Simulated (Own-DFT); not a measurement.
# Same atoms, different arrangement: C16Si16, 32 atoms

These are calculations, not measurements. The program, named Own-DFT, is a retired in-house plane-wave density functional code that no person has reviewed. Each row is one single-point run on a periodic cell that was not relaxed, without spin or spin-orbit coupling.

Settings of every run: PBE; PseudoDojo norm-conserving scalar-relativistic files; cutoff 42 hartree; 5 x 5 x 3 k mesh centred on Gamma; Fermi-Dirac smearing of 0.1 eV.

Known limits: forces on such cells passed a denser k mesh, each cell not checked; stress not checked against mesh or cutoff.

All cells hold the same atoms in the same cell, with vectors in Å (6.165, 0.000, 0.000); (-3.083, 5.339, 0.000); (0.000, 0.000, 10.068). Every atom was moved at random from its ideal site; u is the rms move along one axis. E is the free energy of the cell above the lowest run. The arrangements:

- A: 2H SiC
- B: 4H SiC

```
arrangement   u (Å)  E (eV)  P (GPa)
          A  0.0306   0.261     3.77
          A  0.0333   0.566     3.93
          A  0.0337   0.466     3.88
          A  0.0575   3.391     6.22
          A  0.0594   3.646     6.40
          A  0.0597   3.029     5.83
          B  0.0296   0.000     3.47
          B  0.0307   0.186     3.76
          B  0.0339   0.647     4.24
          B  0.0494   1.867     4.74
          B  0.0538   2.505     5.51
          B  0.0575   3.179     5.71
```

Question: once the cost of the random moves is taken out, how do the arrangements rank?

## Worked answer

Fit E = a + b u², with one b for all and one a for each arrangement, and with residuals divided by u², since the noise grows with the moves. Then b = 1225 eV/Å², the scatter at u = 0.04 Å is 0.16 eV, and against A:

- B: -0.10 ± 0.08 eV (not told apart from A)

These are energies of unrelaxed cells. Relaxing the atoms lowers the strained arrangements most, so the gaps would shrink and small ones could change sign.
